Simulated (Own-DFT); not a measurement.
# A layer strained by its substrate: wurtzite AlN, 72 atoms (Al36N36)

No measurement is shown. These are fixed-geometry runs of a retired plane-wave code named Own-DFT, which no person has reviewed; spin and spin-orbit coupling are neglected.

Common settings: PBE; PseudoDojo norm-conserving scalar-relativistic files; cutoff 42 hartree; 3 x 3 x 2 k mesh centred on Gamma; Fermi-Dirac smearing of 0.1 eV.

Keep in mind: forces on such cells moved up to 12 meV/angstrom on a denser k mesh; stress not checked against mesh or cutoff.

Unstrained cell vectors in Å: (9.336, 0.000, 0.000); (-4.668, 8.085, 0.000); (0.000, 0.000, 9.964). The unstrained cell has measured lattice constants (interpolated for alloys), not those of this functional. That, the random moves and any unrelaxed bonds set the pressure at no strain. Each run strains x and y alike by e, as a substrate would, and holds the height along z. Each atom got a random Gaussian move of width 0.05 Å along each axis. Stress is positive in tension.

```
e (%),u (Å),(s_xx + s_yy)/2 (GPa),s_zz (GPa)
-3.00,0.049,-25.33,-10.89
-2.25,0.048,-19.00,-10.50
-1.75,0.053,?,?
-1.50,0.051,-16.19,-7.45
-0.50,0.046,-7.61,-7.27
0.75,0.052,-1.78,-3.70
1.75,0.049,3.25,-3.04
2.00,0.050,4.51,-2.30
2.25,0.053,5.99,-3.11
3.00,0.049,9.13,0.95
```

## Fit

With e as a fraction, the in-plane stress is -5.7 + 570 e - 2601 e² GPa (errors 13 and 875, scatter 0.79), and s_zz is -5.8 + 180 e GPa (slope ± 16, scatter 0.95). At e = 0 the first slope is C11 + C12 and the second 2 C13, both with the ions held to the strained lattice and at the cell's own pressure. A free layer would change its height as e changes, and the in-plane slope would drop by 2 C13²/C33 to the biaxial modulus. At fixed height, a misfit of 1 % moves the in-plane stress by about 5.7 GPa and s_zz by 1.8 GPa.

## Test on the hidden row

Asked: what are the two stresses at e = -1.75 %?

The fit gives -16.5 and -8.9 GPa. The hidden result is -18.15 and -6.33 GPa.
